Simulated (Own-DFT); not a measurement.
SiC (4H silicon carbide, atoms displaced) (calculated)

Computed with Own-DFT development build. A calculation, not a measurement: plane-wave PBE density functional theory by an unreviewed code, no spin, of a simulated periodic cell, stress positive in tension, free energy of the whole cell less one offset for each atom, forces on such cells passed a denser k mesh, this cell's mesh not checked; offsets are fitted by least squares, one for each functional and potential file, so energies compare only between cells with the same atoms and settings and are not formation energies; the far tail of each file's local potential was reset to the Coulomb form; each entry is a single point on an unrelaxed cell, so the pressure reflects the starting lattice, mostly measured values (interpolated for alloys), from which strain is counted, and rises with the displacements; printed positions are rounded, which can move forces by about a meV/angstrom; the program, named Own-DFT, is a retired in-house code; no spin-orbit coupling; before rounding, a Quantum ESPRESSO 7.3.1 run of the same cell and cutoff gave forces within 1 meV/angstrom rms on each cell, which checks the program and not the settings.

## SiC (4H silicon carbide, atoms displaced)

```
SiC
1.0
      6.1654     0.0000     0.0000
     -3.0827     5.3394     0.0000
      0.0000     0.0000    10.0681
Si C Si C Si C Si C Si C Si C Si C Si C
2 2 2 2 2 2 2 2 2 2 2 2 2 2 2 2
Direct
  0.99824 0.01579 0.40647
  0.20146 0.36274 0.16449
  0.98938 0.99258 0.09933
  0.17486 0.33609 0.34181
  0.98515 0.49451 0.40746
  0.14554 0.82266 0.15231
  0.01350 0.50803 0.09753
  0.16402 0.82942 0.34600
  0.48263 0.97213 0.41226
  0.66444 0.33223 0.15272
  0.48854 0.98625 0.09303
  0.67550 0.34377 0.34580
  0.50703 0.49461 0.38291
  0.67775 0.83236 0.15174
  0.50362 0.50596 0.09493
  0.64806 0.81816 0.34040
  0.01447 0.00433 0.90041
  0.84373 0.68386 0.65317
  0.98692 0.99772 0.58694
  0.83279 0.67277 0.83754
  0.99906 0.49901 0.90083
  0.84723 0.18172 0.65886
  0.97713 0.48947 0.58541
  0.81727 0.15807 0.84183
  0.48936 0.98723 0.90896
  0.34942 0.67639 0.65327
  0.49900 0.00159 0.59782
  0.32442 0.65462 0.84925
  0.50612 0.52643 0.90327
  0.33147 0.16762 0.65362
  0.51123 0.49979 0.57930
  0.32977 0.16326 0.85204
```

```
functional                        : PBE
potential files                   : PseudoDojo norm-conserving, scalar-relativistic, standard set
wave cutoff                       : 42 hartree
occupations                       : Fermi-Dirac
smearing width                    : 0.1 eV
k mesh                            : 5 x 5 x 3 centred on Gamma
free energy of cell above offsets : -1.621 eV
pressure                          : 6.09 GPa
stress xx                         : -7.35 GPa
stress yy                         : -5.87 GPa
stress zz                         : -5.04 GPa
stress yz                         : 1.38 GPa
stress xz                         : 0.68 GPa
stress xy                         : -0.72 GPa
```

Force:
```tsv
element	x (eV/Å)	y (eV/Å)	z (eV/Å)
Si	0.723	-2.418	-1.555
Si	-3.551	-3.176	-1.887
C	1.84	2.541	-2.068
C	-1.382	0.154	0.882
Si	2.029	1.387	-1.115
Si	1.8	1.798	1.703
C	-0.967	-2.152	-1.687
C	-1.429	0.127	-0.189
Si	-0.037	2.094	-1.062
Si	1.471	-0.886	0.398
C	0.201	0.97	0.288
C	0.168	-3.615	-2.192
Si	-1.068	0.418	4.405
Si	-2.985	0.649	1.405
C	1.852	0.267	-1.474
C	1.352	2.464	-0.338
Si	-3.008	-0.521	2.033
Si	-0.884	-2.524	-1.062
C	1.064	1.935	1.35
C	0.659	0.064	0.745
Si	-1.074	-1.003	1.493
Si	-1.566	-1.668	-0.614
C	2.132	2.064	2.308
C	1.526	0.704	0.743
Si	-0.092	1.076	-0.057
Si	-0.564	-2.087	-0.443
C	0.439	0.16	-0.231
C	-0.825	1.602	-2.372
Si	1.983	-3.371	0.98
Si	0.024	0.756	0.084
C	-1.164	0.29	1.538
C	1.336	1.902	-2.009
```
